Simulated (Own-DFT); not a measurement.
## Calculated data, Hf₃₁O₆₄ (monoclinic hafnia with one vacancy, atoms displaced)

A calculation, not a measurement: plane-wave density functional theory by an unreviewed code, no spin, of a simulated periodic cell, stress positive in tension, run twice, with PBE and with PBEsol, both on files made for PBE, so the change isn't that of files made for PBEsol, defect cell not probed for a lower state with spin; a neutral cation vacancy leaves holes that likely carry spin, which this run leaves out; hafnium file: forces about 75 meV/angstrom off all-electron values; oxygen file: force components 24 meV/angstrom off all-electron in one glass; forces on such cells passed a denser k mesh, this cell's mesh not checked; the far tail of each file's local potential was reset to the Coulomb form; each entry is a single point on an unrelaxed cell, so the pressure reflects the starting lattice, mostly measured values (interpolated for alloys), from which strain is counted, and rises with the displacements; printed positions are rounded, which can move forces by about a meV/angstrom; the program, named Own-DFT, is a retired in-house code; no spin-orbit coupling; stress was not checked against mesh or cutoff. Program: Own-DFT development build.

Entry: Hf₃₁O₆₄ (monoclinic hafnia with one vacancy, atoms displaced)

```xyz
95
Lattice="10.2340 0.0000 0.0000 0.0000 10.3500 0.0000 -1.6955 0.0000 10.4453" Properties=species:S:1:pos:R:3 Hf31O64
Hf     1.2266     0.1646     1.0815
Hf     3.3991     2.8467     1.5601
Hf     3.0056     5.0040     4.2587
Hf     0.8155     2.3585     3.7014
O      0.0803     1.6451     1.8406
O      4.6170     4.2295     0.9257
O      4.2660     3.4793     3.4361
O     -0.2921     0.9092     4.4473
O      1.9166     3.9774     2.5105
O      1.0629     1.3101    10.4153
O      2.3463     1.2741     2.7564
O      1.4639     3.8668     5.1743
Hf     0.4491     0.1777     6.2773
Hf     2.6020     2.7794     6.7719
Hf     2.2238     5.0715     9.3799
Hf    -0.0017     2.4659     8.9172
O     -0.7284     1.7741     7.0205
O      3.7357     4.2713     6.1339
O      3.2873     3.4648     8.6591
O     -1.1806     0.8077     9.7118
O      1.0061     3.8692     7.6379
O      1.9841     1.3691     5.2961
O      1.4800     1.2327     7.9244
O      2.3533     3.8702     0.0130
Hf     1.1757     5.3973     1.0468
Hf     3.4210     7.8851     1.5344
Hf     3.0449    10.0899     4.0620
Hf     0.8042     7.5464     3.7131
O      0.0741     6.8130     1.8036
O      4.6248     9.5156     0.8528
O      4.1997     8.6331     3.4058
O     -0.3230     6.0802     4.3504
O      1.8770     9.1274     2.5607
O      2.7240     6.5374     0.1567
O      2.3969     6.3948     2.7855
O      1.4456     9.0119     5.1939
Hf     0.2753     5.3675     6.2480
Hf     2.5665     7.9328     6.7507
Hf     2.0842    10.1570     9.3729
O     -0.7672     6.9198     7.1263
O      3.7468     9.4271     6.0693
O      3.3111     8.6373     8.6726
O     -1.2756     6.0310     9.5670
O      1.0238     9.0975     7.6891
O      2.0090     6.4735     5.4594
O      1.4280     6.4863     7.9163
O      0.5713     8.9172    10.3714
Hf     6.3685     0.2280     1.0114
Hf     8.6239     2.8326     1.5826
Hf     8.1315     4.9148     4.1033
Hf     5.9495     2.3900     3.5869
O      5.1696     1.6397     1.8684
O      9.6938     4.2819     0.8809
O      9.2728     3.4119     3.3389
O      4.8236     0.9288     4.3796
O      7.0258     3.9606     2.4046
O      7.8883     1.2439     0.1221
O      7.5282     1.2412     2.8063
O      6.5681     3.7933     5.1736
Hf     5.5714     0.1717     6.2938
Hf     7.7518     2.7429     6.7672
Hf     7.2877     5.0379     9.3952
Hf     5.0855     2.3952     8.9213
O      4.3768     1.6408     7.0202
O      8.7383     4.3195     6.1205
O      8.4403     3.4790     8.5943
O      3.9638     0.7628     9.6032
O      6.2860     3.9679     7.7117
O      7.1130     1.3770     5.3668
O      6.6520     1.1975     7.8825
O      5.6923     3.8028    10.3505
Hf     6.4114     5.3119     1.1009
Hf     8.5910     7.9917     1.5150
Hf     8.1233    10.1500     4.1380
Hf     5.8745     7.5259     3.7414
O      5.2040     6.9700     1.7999
O      9.7675     9.4447     0.7525
O      9.2629     8.6252     3.4128
O      4.8506     6.0241     4.5098
O      6.9613     9.0623     2.4534
O      7.9080     6.4743     0.1429
O      7.5582     6.4382     2.7244
O      6.5970     9.0624     5.0698
Hf     5.4810     5.3848     6.3119
Hf     7.8059     8.0283     6.7328
Hf     7.2411    10.1525     9.3075
Hf     5.0542     7.5692     8.9112
O      4.3460     6.9786     7.0370
O      8.8099     9.5235     6.0253
O      8.4535     8.6550     8.6853
O      3.9231     6.0916     9.6514
O      6.2044     9.0910     7.7225
O      6.9611     6.4705     5.1973
O      6.7150     6.4443     7.9191
O      7.4225     9.0164     0.0114
```

```
functional                                        : PBE, then PBEsol
potential files                                   : PseudoDojo norm-conserving, scalar-relativistic, standard set
wave cutoff                                       : 72 hartree
occupations                                       : Fermi-Dirac
smearing width                                    : 0.1 eV
k mesh                                            : 2 x 2 x 2 centred on Gamma
PBE pressure                                      : 4.73 GPa
PBE stress xx                                     : -5.1 GPa
PBE stress yy                                     : -4.26 GPa
PBE stress zz                                     : -4.84 GPa
PBE stress yz                                     : 0.41 GPa
PBE stress xz                                     : -0.02 GPa
PBE stress xy                                     : -0.49 GPa
PBEsol pressure                                   : -1.6 GPa
PBEsol stress xx                                  : 1.25 GPa
PBEsol stress yy                                  : 2.03 GPa
PBEsol stress zz                                  : 1.5 GPa
PBEsol stress yz                                  : 0.38 GPa
PBEsol stress xz                                  : 0.3 GPa
PBEsol stress xy                                  : -0.53 GPa
rms change of force components from PBE to PBEsol : 0.051 eV/Å
```

Force:
| force element | PBE force x (eV/Å) | PBE force y (eV/Å) | PBE force z (eV/Å) | PBEsol force x (eV/Å) | PBEsol force y (eV/Å) | PBEsol force z (eV/Å) |
| --- | --- | --- | --- | --- | --- | --- |
| Hf | 0.252 | -0.553 | -0.744 | 0.24 | -0.509 | -0.776 |
| Hf | 0.283 | -1.156 | 0.448 | 0.271 | -1.036 | 0.465 |
| Hf | 0.673 | -1.082 | -1.247 | 0.627 | -1.091 | -1.191 |
| Hf | 0.864 | 0.118 | 0.275 | 0.858 | 0.027 | 0.244 |
| O | -0.719 | 0.765 | -0.047 | -0.691 | 0.772 | 0.012 |
| O | 1.453 | 1.756 | -1.273 | 1.407 | 1.713 | -1.268 |
| O | -1.155 | 0.861 | 0.108 | -1.128 | 0.813 | 0.039 |
| O | -1.278 | -0.878 | -0.347 | -1.223 | -0.857 | -0.301 |
| O | -0.518 | -0.466 | 0.753 | -0.433 | -0.47 | 0.718 |
| O | 0.489 | 0.913 | 1.925 | 0.408 | 0.874 | 1.846 |
| O | 0.653 | -0.161 | -0.573 | 0.571 | -0.156 | -0.538 |
| O | -0.434 | -0.212 | -1.061 | -0.346 | -0.194 | -1.021 |
| Hf | -0.48 | 0.53 | 1.463 | -0.426 | 0.55 | 1.425 |
| Hf | -0.215 | -0.908 | -0.282 | -0.235 | -0.823 | -0.26 |
| Hf | -1.978 | 0.594 | -0.189 | -1.919 | 0.548 | -0.158 |
| Hf | -0.833 | -0.902 | -0.363 | -0.787 | -0.933 | -0.407 |
| O | 0.023 | -0.519 | 0.034 | 0.019 | -0.478 | 0.087 |
| O | 1.016 | 1.071 | -0.575 | 0.975 | 1.059 | -0.62 |
| O | 0.861 | -0.356 | 0.529 | 0.838 | -0.355 | 0.458 |
| O | -0.836 | 1.047 | -1.568 | -0.807 | 0.984 | -1.463 |
| O | -0.197 | 0.682 | 1.068 | -0.148 | 0.624 | 1.03 |
| O | 0.195 | -0.316 | 0.366 | 0.11 | -0.307 | 0.36 |
| O | 0.701 | 0.309 | -0.139 | 0.616 | 0.314 | -0.133 |
| O | -0.38 | -0.337 | -1.794 | -0.308 | -0.335 | -1.728 |
| Hf | 1.147 | 0.418 | -0.815 | 1.124 | 0.447 | -0.821 |
| Hf | 0.002 | 1.243 | -1.236 | -0.009 | 1.25 | -1.19 |
| Hf | 0.477 | 1.377 | 1.774 | 0.444 | 1.294 | 1.742 |
| Hf | 0.316 | 0.968 | -0.569 | 0.306 | 0.893 | -0.584 |
| O | -0.697 | 1.466 | 0.796 | -0.669 | 1.44 | 0.823 |
| O | -1.155 | -0.556 | -0.298 | -1.114 | -0.529 | -0.343 |
| O | -0.073 | -0.261 | 0.576 | -0.082 | -0.265 | 0.524 |
| O | -1.145 | -1.58 | 0.978 | -1.101 | -1.547 | 0.995 |
| O | -0.204 | -0.798 | 0.028 | -0.131 | -0.781 | 0.041 |
| O | 1.233 | -1.464 | 0.391 | 1.197 | -1.472 | 0.477 |
| O | -0.118 | 0.841 | 0.355 | -0.178 | 0.835 | 0.352 |
| O | -0.018 | -0.566 | -1.799 | 0.04 | -0.54 | -1.749 |
| Hf | 0.437 | 0.732 | 2.819 | 0.444 | 0.766 | 2.746 |
| Hf | -1.127 | 1.304 | 2.111 | -1.123 | 1.321 | 2.081 |
| Hf | -0.14 | -2.221 | -0.579 | -0.152 | -2.201 | -0.55 |
| O | -0.457 | -0.822 | -1.906 | -0.49 | -0.827 | -1.921 |
| O | 1.103 | 1.114 | -1.075 | 1.068 | 1.088 | -1.096 |
| O | 0.814 | -0.334 | 0.184 | 0.808 | -0.347 | 0.129 |
| O | 0.119 | -0.721 | 1.034 | 0 | -0.851 | 1.122 |
| O | 0.641 | 1.043 | -0.054 | 0.762 | 1.092 | -0.126 |
| O | -0.574 | -0.5 | -1.845 | -0.601 | -0.5 | -1.805 |
| O | 1.304 | -1.705 | 0.133 | 1.31 | -1.708 | 0.059 |
| O | 1.129 | 1.573 | 0.859 | 1.216 | 1.639 | 0.938 |
| Hf | -0.744 | -1.27 | 1.962 | -0.731 | -1.224 | 1.88 |
| Hf | -0.73 | -2.509 | -2.051 | -0.704 | -2.373 | -1.956 |
| Hf | -1.102 | 1.086 | 0.745 | -1.107 | 1.037 | 0.735 |
| Hf | -0.299 | -0.439 | 2.377 | -0.321 | -0.503 | 2.303 |
| O | -0.691 | 0.691 | -1.126 | -0.641 | 0.706 | -1.037 |
| O | 0.678 | 0.683 | -0.823 | 0.643 | 0.673 | -0.828 |
| O | 0.762 | 0.789 | 2.159 | 0.719 | 0.755 | 2.034 |
| O | -0.999 | -1.31 | 0.481 | -0.948 | -1.283 | 0.494 |
| O | 0.167 | -1.053 | 1.921 | 0.228 | -1.025 | 1.866 |
| O | 1.039 | 1.779 | -0.42 | 0.936 | 1.705 | -0.43 |
| O | 0.229 | 0.499 | -1.247 | 0.166 | 0.493 | -1.195 |
| O | -0.058 | 0.539 | -1.59 | 0.017 | 0.546 | -1.55 |
| Hf | -1.197 | 0.759 | -0.639 | -1.144 | 0.798 | -0.627 |
| Hf | -0.898 | 0.034 | -0.175 | -0.883 | 0.096 | -0.152 |
| Hf | 0.294 | -0.308 | -1.411 | 0.323 | -0.299 | -1.368 |
| Hf | -0.384 | -0.757 | -0.631 | -0.377 | -0.8 | -0.631 |
| O | -0.838 | 1.067 | 0.477 | -0.798 | 1.053 | 0.513 |
| O | 2.155 | 1.848 | -1.765 | 2.108 | 1.794 | -1.771 |
| O | 1.197 | -0.47 | 1.818 | 1.165 | -0.48 | 1.705 |
| O | -0.377 | 1.14 | -0.725 | -0.344 | 1.109 | -0.635 |
| O | -1.904 | -0.564 | 0.651 | -1.788 | -0.556 | 0.628 |
| O | -0.081 | -1.213 | -0.684 | -0.134 | -1.204 | -0.653 |
| O | -0.003 | 0.671 | 0.903 | -0.067 | 0.643 | 0.873 |
| O | -0.066 | 0.032 | -0.168 | -0.025 | 0.049 | -0.146 |
| Hf | -1.235 | 2.267 | -0.318 | -1.166 | 2.233 | -0.331 |
| Hf | -0.696 | -0.076 | 0.122 | -0.711 | -0.024 | 0.143 |
| Hf | 0.03 | 0.23 | -0.532 | -0.001 | 0.181 | -0.49 |
| Hf | 1.583 | 1.122 | -1.743 | 1.561 | 1.05 | -1.729 |
| O | 0.401 | -1.419 | -0.118 | 0.385 | -1.358 | -0.047 |
| O | -0.12 | -0.103 | 0.697 | -0.126 | -0.08 | 0.643 |
| O | 1.155 | -0.206 | 0.227 | 1.115 | -0.219 | 0.167 |
| O | -3.174 | -0.922 | -1.168 | -3.08 | -0.91 | -1.072 |
| O | 0.437 | 0.382 | 0.663 | 0.496 | 0.363 | 0.635 |
| O | 0.066 | 0.168 | -0.319 | 0.01 | 0.142 | -0.305 |
| O | -0.468 | -0.751 | 0.062 | -0.51 | -0.746 | 0.066 |
| O | -0.533 | -0.649 | 0.171 | -0.457 | -0.611 | 0.166 |
| Hf | 1.4 | -0.302 | 1.275 | 1.385 | -0.242 | 1.201 |
| Hf | 0.037 | -1.935 | 1.707 | 0.044 | -1.826 | 1.733 |
| Hf | 1.501 | -0.608 | 1.311 | 1.471 | -0.656 | 1.297 |
| Hf | 0.291 | 0.754 | 0.125 | 0.258 | 0.689 | 0.086 |
| O | 0.614 | -1.066 | -0.024 | 0.605 | -1.027 | 0.033 |
| O | 1.668 | 1.01 | -0.01 | 1.609 | 0.984 | -0.069 |
| O | -0.734 | 0.217 | -0.686 | -0.887 | 0.289 | -0.758 |
| O | -0.552 | -0.937 | 0.149 | -0.539 | -0.929 | 0.179 |
| O | -0.515 | -0.316 | 0.034 | -0.436 | -0.297 | 0.029 |
| O | 2.141 | 0.561 | 1.816 | 2.001 | 0.527 | 1.744 |
| O | -1.03 | 0.272 | 0.024 | -1.066 | 0.254 | 0.036 |
| O | 0.127 | -0.766 | -2.136 | 0.185 | -0.728 | -2.07 |
